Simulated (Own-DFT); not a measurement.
# Computed records: Hf36O71 (tetragonal hafnia with one neutral oxygen vacancy, atoms displaced)

A calculation, not a measurement: plane-wave PBE and HSE06 DFT by an unreviewed code, no spin, of a simulated cell at Gamma alone, so results move with cell size and shape, stress positive in tension, energies less offsets, not probed for a lower state with spin; hafnium file: forces about 75 meV/angstrom off all-electron values; oxygen file: force components 24 meV/angstrom off all-electron in a glass; k mesh not checked against a denser one; forces and stress are PBE's, HSE06 gives the energy alone, and its difference from PBE has offsets of its own; offsets are fitted by least squares, one for each functional and potential file, so energies compare only between cells with the same atoms and settings and are not formation energies; the far tail of each file's local potential was reset to the Coulomb form; each entry is a single point on an unrelaxed cell, so the pressure reflects the starting lattice, taken from the Materials Project, from which strain is counted, and rises with the displacements; printed positions are rounded, which can move forces by about a meV/angstrom; the program is a retired in-house code; no spin-orbit coupling. Program: Own-DFT development build.

Common to all runs: first functional PBE; second functional HSE06; exact exchange share 0.25; screening 0.11 1/bohr; exchange divergence Gygi-Baldereschi; potential files PseudoDojo norm-conserving, scalar-relativistic, made for PBE, standard set; wave cutoff 48 hartree; occupations fixed; k mesh 1 x 1 x 1 centred on Gamma.

(1) 
```xyz
107
Lattice="10.7800 0.0000 0.0000 0.0000 10.7800 0.0000 0.0000 0.0000 10.4493" Properties=species:S:1:pos:R:3:force_x:R:1:force_y:R:1:force_z:R:1 formula=Hf36O71 PBE_energy_of_cell_above_offsets=-100.768 HSE06_less_PBE_above_offsets=-0.135 PBE_pressure=0.95 PBE_stress_xx=-0.29 PBE_stress_yy=-0.92 PBE_stress_zz=-1.63 PBE_stress_yz=0.27 PBE_stress_xz=0.18 PBE_stress_xy=0.03
Hf     0.0025    10.7499     0.0325      0.653      0.378     -0.753
Hf     1.7959     1.7969     2.6368     -0.371      0.246     -0.301
O      1.7738    10.7689     3.6448      0.093       0.23     -0.261
O     10.7507     1.8247     4.2090      0.398      -0.69     -0.369
O      1.8135    10.7738     0.9980     -0.107      0.272      0.621
Hf     0.0011    10.7425     5.2034      0.281       0.71      0.356
Hf     1.8138     1.8187     7.8163     -1.085     -0.281      0.813
O     10.7775     1.8291     6.8453      0.387     -0.197     -0.284
O      1.7818     0.0078     8.8820      0.348     -0.254      -0.48
O      0.0176     1.7669     9.4181     -0.018      0.127      1.098
O      1.8107     0.0081     6.2636     -0.255     -0.194     -0.107
Hf     0.0278     3.5751    10.4463     -1.392      0.896     -0.444
Hf     1.8410     5.3570     2.5478     -1.369      0.452      0.642
O     10.7783     5.3904     1.6042     -0.468      0.086     -0.037
O      1.8007     3.6362     3.6264      0.191     -1.664      0.178
O      0.0662     5.3881     4.1857      -0.55      0.156        0.7
O      1.7836     3.6703     1.0399      0.046     -1.268     -0.255
Hf     0.0125     3.5971     5.2293     -0.956       0.46       0.12
Hf     1.8358     5.4095     7.8015     -0.704      0.543      1.243
O     10.7490     5.3681     6.8474      1.408      0.093     -1.001
O      1.8328     3.5840     8.8593     -0.111      0.088     -0.163
O      0.0209     5.4517     9.4079     -0.092      -0.55      0.399
O      1.8122     3.5733     6.2494     -0.137      0.007      0.145
Hf     0.0022     7.2140     0.0385     -0.501     -1.399     -0.214
Hf     1.8023     8.9690     2.5784     -0.028     -0.374      0.322
O      0.0115     9.0291     1.5722      -0.39      0.045      0.402
O      1.7924     7.1631     3.5620      0.271      0.866      0.378
O     10.7663     8.9846     4.1968      -0.14     -0.214      -0.43
O      1.7428     7.1892     0.9982      1.354      0.554      0.284
Hf    10.7237     7.1971     5.1681      0.157     -0.749       0.87
Hf     1.8204     9.0144     7.8276     -0.646     -0.964      0.191
O     10.7495     8.9461     6.8039      0.949      0.327     -0.043
O      1.8302     7.1923     8.8818      0.319      0.476     -0.877
O      0.0201     8.9214     9.4331     -0.316      1.522     -0.343
O      1.7845     7.2370     6.2318       0.05     -0.338      -0.46
Hf     3.6136    10.7369     0.0256      0.375      1.103     -0.091
Hf     5.3485     1.8032     2.6016      1.045      0.325      0.022
O      3.6272     1.8022     1.5570     -0.945     -0.112      0.762
O      5.4283     0.0221     3.6530     -0.163      -0.46     -0.413
O      3.6213     1.7829     4.2024     -0.147      0.141     -0.065
O      5.4355    10.7516     1.0116      -1.09      0.017      0.649
Hf     3.6065     0.0317     5.2693      0.377     -0.743     -0.477
Hf     5.3617     1.8135     7.8470       1.56     -0.238      0.233
O      3.5942     1.8019     6.7999      0.089     -0.013      0.003
O      5.4347     0.0343     8.8792     -0.714     -0.301     -0.382
O      3.5974     1.7857     9.5022      0.165     -0.244     -1.042
O      5.3848     0.0079     6.2465      0.234       0.06      0.032
Hf     3.5788     3.5919    10.4291       0.23      0.881      0.336
Hf     5.4069     5.3697     2.6765     -0.276      0.212     -1.396
O      3.5370     5.3575     1.5749      1.924      0.425     -0.152
O      5.4014     3.6447     3.6460      0.035     -1.613      0.037
O      3.6150     5.3518     4.1848       0.08       0.64      0.567
O      5.3854     3.6321     1.0427     -0.469     -0.204     -0.253
Hf     3.5813     3.5458     5.2661      0.618      1.123     -0.704
Hf     5.3993     5.3683     7.7977      0.776      0.659     -0.072
O      3.5886     5.3951     6.8330      0.074       0.05     -0.691
O      5.3773     3.6388     8.8124     -0.201     -1.178      0.653
O      3.5727     5.3921     9.4230      0.017      0.108      0.153
O      5.3917     3.6387     6.2551     -0.286     -0.404      -0.19
Hf     3.6285     7.2343    10.4418     -0.649     -2.037      0.338
Hf     5.3900     8.9651     2.6290      0.521      0.325     -0.013
O      3.6321     8.9641     1.6076     -0.705      0.163      0.067
O      5.4580     7.1839     3.6360     -0.477      0.124      0.041
O      3.6223     8.9754     4.2274     -0.017       0.49      -0.11
O      5.4005     7.1998     1.0216      0.022      0.123      0.147
Hf     3.6042     7.1955     5.1959      -0.16      -0.64       0.61
Hf     5.3890     8.9636     7.8825      1.037      0.126      -0.29
O      3.6210     8.9464     6.8623     -0.441      0.399     -0.011
O      5.3917     7.1552     8.9051     -0.077      0.409     -0.273
O      3.6104     8.9746     9.5143      0.082      0.705     -1.188
O      5.4103     7.2199     6.2610     -0.901     -0.092     -0.367
Hf     7.1991    10.7773     0.0580     -0.341      0.997     -1.251
Hf     8.9884     1.7900     2.6102        0.2       1.37     -0.596
O      7.1750     1.8016     1.5546     -0.058     -0.293      1.025
O      9.0141     0.0142     3.6271     -0.274     -0.056      0.193
O      7.1578     1.7951     4.2570      0.271      -0.23     -0.917
O      9.0021     0.0200     1.0092      0.162      0.094      0.749
Hf     7.2124     0.0083     5.2081     -0.632     -0.047      0.824
Hf     8.9580     1.7632     7.8318     -0.129      2.025      0.411
O      7.2178     1.8137     6.7860     -0.957     -0.462      0.291
O      8.9147     0.0343     8.8424      0.622     -0.988      0.667
O      7.2181     1.7917     9.4143     -0.401      0.414      0.255
O      9.0263    10.7317     6.2589     -0.429      0.231     -0.412
Hf     7.1514     3.6396    10.4480      1.138     -0.628     -0.054
Hf     8.9734     5.4219     2.6562      0.338     -1.024     -1.353
O      7.1841     5.3704     1.5783      0.063      0.077      0.636
O      8.9974     3.6081     3.6465     -0.255     -0.379     -0.234
O      7.1790     5.3836     4.2574      -0.14      0.088     -1.038
O      8.9774     3.5846     1.0319      0.642     -0.701      -0.13
Hf     7.1974     3.5925     5.1885      0.256      0.186       1.25
Hf     9.0450     5.4594     7.8256     -1.661     -1.038      0.463
O      7.1822     5.4310     6.8057      0.066      -0.29      0.328
O      8.9691     3.6351     8.8656      0.511     -0.572     -0.454
O      7.2010     5.3544     9.4116      -0.25        1.3      0.152
O      8.9591     3.5789     6.2279      0.602      0.124     -0.293
Hf     7.1648     7.2262    10.3806      0.302     -1.093      0.712
Hf     8.9616     9.0301     2.6083      0.039     -1.314     -0.273
O      7.1876     8.9884     1.5770      0.233      0.266      0.496
O      8.9427     7.1212     3.6899       0.48      1.711     -0.355
O      7.2048     8.9672     4.1898      0.285      1.038     -0.237
O      8.9640     7.2141     1.0651      0.035      0.203     -0.392
Hf     7.1750     7.2047     5.1838     -0.182     -0.644      1.427
Hf     9.0408     9.0401     7.8707      -1.13     -0.526     -0.709
O      7.1743     8.9493     6.8856      0.282      0.573     -0.254
O      8.9708     7.2400     8.8041     -0.337     -0.066      0.818
O      7.1311     9.0155     9.4600      0.129     -0.191     -0.043
O      8.9016     7.1717     6.2234      1.705      0.108     -0.112
```

Units: PBE_energy_of_cell_above_offsets, HSE06_less_PBE_above_offsets in eV; PBE_pressure, PBE_stress_xx, PBE_stress_yy, PBE_stress_zz, PBE_stress_yz, PBE_stress_xz, PBE_stress_xy in GPa; force_x, force_y, force_z in eV/Å.

(2) 
```xyz
107
Lattice="10.7800 0.0000 0.0000 0.0000 10.7800 0.0000 0.0000 0.0000 10.4493" Properties=species:S:1:pos:R:3:force_x:R:1:force_y:R:1:force_z:R:1 formula=Hf36O71 PBE_energy_of_cell_above_offsets=-86.258 HSE06_less_PBE_above_offsets=0.713 PBE_pressure=6.15 PBE_stress_xx=-3.91 PBE_stress_yy=-8.06 PBE_stress_zz=-6.48 PBE_stress_yz=0.01 PBE_stress_xz=-0.34 PBE_stress_xy=0.08
Hf    10.7510     0.1328    10.4361      1.462     -5.089      1.309
Hf     1.7150     1.8052     2.6926      3.218     -1.936       2.55
O      0.0035     1.8316     1.7970      0.703      0.091      -4.48
O      1.7369    10.7151     3.7828      0.516      0.896     -2.556
O     10.7540     1.8402     4.1810      0.041     -0.445      1.488
O      1.7771    10.6493     0.9959      0.179      1.562     -1.045
Hf    10.7279    10.6842     5.4673     -1.114     -0.423     -3.377
Hf     1.6699     1.8776     7.9067      1.323     -2.055     -4.668
O      1.7841     0.1553     8.7752      1.249     -2.069       0.91
O      0.0546     1.7831     9.3532     -0.513      0.988      0.468
O      1.7467    10.7670     6.1319      2.383      0.422      2.388
Hf     0.1200     3.5397    10.3822     -4.399      2.349      0.954
Hf     1.7649     5.3197     2.6496      0.627      2.952     -0.079
O      0.0672     5.3921     1.5933     -1.926     -0.437     -0.458
O      1.7744     3.6660     3.6388      0.427     -2.365     -0.137
O      0.0231     5.3025     4.3102     -0.267      0.578     -0.256
O      1.7259     3.6363     0.9134      2.263      -0.62      0.915
Hf    10.7283     3.5057     5.3054     -0.882      1.234     -0.734
Hf     1.7104     5.2729     7.8832     -0.643      2.774     -1.832
O     10.7267     5.5009     6.9129      2.626     -1.079     -0.709
O      1.9369     3.5151     8.8558     -1.382       2.67      1.266
O     10.7399     5.4129     9.4023      0.855     -3.433     -0.601
O      1.7421     3.6646     6.2000      0.086     -0.525      1.251
Hf    10.7630     7.0190    10.4078      0.849      4.603      2.155
Hf     1.9023     8.9191     2.6075     -4.283      0.145       1.99
O      0.0841     8.8762     1.6804     -1.695      0.934      0.312
O      1.8034     7.1266     3.6244     -0.211      0.049     -0.444
O      0.0166     9.0415     4.2814     -0.971      -1.38       1.21
O      1.6726     7.2170     0.9556       3.63     -0.539     -0.286
Hf    10.6705     7.1585     5.2542      1.841      0.364     -1.217
Hf     1.8702     8.9540     7.7939     -2.153     -0.063      0.222
O      0.0130     9.0297     6.9234     -0.151      0.619     -1.181
O      1.7128     7.2599     8.8511      0.248     -2.229     -0.251
O     10.7210     9.0602     9.3161      0.255       0.34      2.124
O      1.7929     7.2299     6.2516      -0.84       0.43       0.22
Hf     3.6291     0.0549     0.0526     -1.095      0.242       1.77
Hf     5.5180     1.7830     2.7036     -0.416      1.146     -1.876
O      3.5797     1.7335     1.6236      0.149     -0.364     -0.763
O      5.5006    10.7619     3.5181     -0.833     -0.628      1.979
O      3.4181     1.7207     4.2126        1.4       0.81      0.706
O      5.5560    10.7205     1.1115       -1.9      0.739      -2.48
Hf     3.6788    10.7254     5.2391     -2.832      0.704     -1.216
Hf     5.3012     1.8472     8.0160      0.736      1.724     -5.168
O      3.6324     1.8765     6.8463     -0.772     -1.102      0.744
O      5.3598     0.0961     8.8677       -0.1     -2.778      1.772
O      3.5927     1.9919     9.4285       0.92     -6.181     -0.982
O      5.4965     0.0284     6.2799      -4.24     -0.632      1.441
Hf     3.5902     3.5643    10.3424      1.045      3.297      4.849
Hf     5.2909     5.3576     2.5463      1.903      1.698      1.275
O      3.6485     5.3443     1.6187     -2.988      0.725     -1.698
O      5.1987     3.7162     3.6809      1.333     -3.186     -0.216
O      3.6291     5.4609     4.0301     -0.185     -0.079      2.504
O      5.3646     3.6514     1.0479      0.003     -0.426     -1.058
Hf     3.6649     3.6740     5.1206       -1.2      -0.84      0.805
Hf     5.3235     5.5125     7.8581      1.324     -4.023     -3.672
O      3.4149     5.4199     6.8932      2.251      0.295      -0.27
O      5.2619     3.6604     8.7345      0.878      0.624      2.176
O      3.7189     5.4132     9.5829     -0.839     -0.573     -2.294
O      5.2996     3.6274     6.2655      0.625      0.256     -0.847
Hf     3.6581     7.1346    10.3924     -1.237      0.189      3.107
Hf     5.3939     8.9417     2.4651      0.568      -0.88      1.886
O      3.5677     9.1143     1.6494      2.421     -0.154     -2.365
O      5.4393     7.2670     3.6910     -0.075     -1.604     -1.419
O      3.5704     8.9145     4.2135      0.635      1.279     -0.039
O      5.5271     7.1857     1.0256     -1.594      1.147     -0.708
Hf     3.6248     7.1907     5.3192     -3.544     -0.782     -3.527
Hf     5.2736     8.9919     7.9121      2.318     -0.995       -2.1
O      3.5693     8.8848     6.6942      1.383      1.815      1.871
O      5.4448     7.0704     8.8188      -0.73      4.846      1.493
O      3.4777     8.8412     9.4074      1.648      2.943     -0.693
O      5.3142     7.2776     6.1392      2.169     -0.818      3.038
Hf     7.1953    10.7284    10.3096      0.771      0.635      3.093
Hf     9.1059     1.8549     2.6788     -4.015     -0.124      1.306
O      7.2014     1.9586     1.6302     -0.111     -0.939      0.326
O      9.0096     0.0177     3.6456     -0.548     -0.178     -0.195
O      7.2080     1.7254     4.1476     -1.217      1.017      0.081
O      9.0709    10.7061     1.0061     -1.185      0.937     -0.498
Hf     7.0158     0.0071     5.2191      4.471     -0.605     -0.448
Hf     9.0286     1.7182     7.9819     -1.982      2.076     -3.936
O      7.2133     1.7817     6.7803     -1.077      0.717      1.636
O      8.9623    10.7463     8.8860     -0.669      1.974      2.245
O      7.2971     1.8964     9.5220     -0.668     -2.043     -1.297
O      8.7969     0.0542     6.3491      2.209      -0.46      0.071
Hf     7.1101     3.6583    10.3761      0.906      0.546      3.052
Hf     8.9340     5.3231     2.6712      0.095       0.25     -0.481
O      7.1595     5.4297     1.6943      0.638      0.025     -0.514
O      8.8950     3.6535     3.7297       0.84     -2.205     -1.167
O      7.2672     5.2604     4.3194     -0.705      2.423     -1.237
O      8.8646     3.6248     1.0331      2.419      0.011     -0.798
Hf     7.1200     3.5212     5.1777      0.374      0.316      2.335
Hf     9.0325     5.4110     7.8130     -3.212     -0.294     -0.623
O      7.1985     5.3745     6.7855     -1.521      0.779      1.483
O      9.1108     3.5774     8.7688      0.192     -0.361      0.558
O      7.2618     5.4000     9.4485     -0.197      0.258     -0.267
O      8.8813     3.6645     6.1586      1.742     -0.568      1.106
Hf     7.4207     7.2317    10.4388     -1.193     -3.832      1.666
Hf     8.8656     9.0270     2.6411      4.723     -0.373      0.831
O      7.2488     9.1310     1.5937     -1.043      -0.74     -0.679
O      9.0119     7.1161     3.6183     -0.422      1.177       0.72
O      7.0553     8.8551     4.3050      1.392      3.882     -1.789
O      9.0472     7.2626     1.0595     -0.264     -0.371     -0.227
Hf     7.1116     7.1991     5.1736      1.277     -3.258      1.831
Hf     9.0836     9.0638     7.9835     -0.697     -3.067     -3.117
O      7.1534     8.9570     6.9043      -0.97     -0.333      1.045
O      8.9500     7.1994     8.8197      0.202     -0.042      1.668
O      7.1949     8.8519     9.5241     -0.968      4.024     -1.894
O      9.0935     7.1188     6.3960     -2.071      0.989     -1.336
```

Units: PBE_energy_of_cell_above_offsets, HSE06_less_PBE_above_offsets in eV; PBE_pressure, PBE_stress_xx, PBE_stress_yy, PBE_stress_zz, PBE_stress_yz, PBE_stress_xz, PBE_stress_xy in GPa; force_x, force_y, force_z in eV/Å.
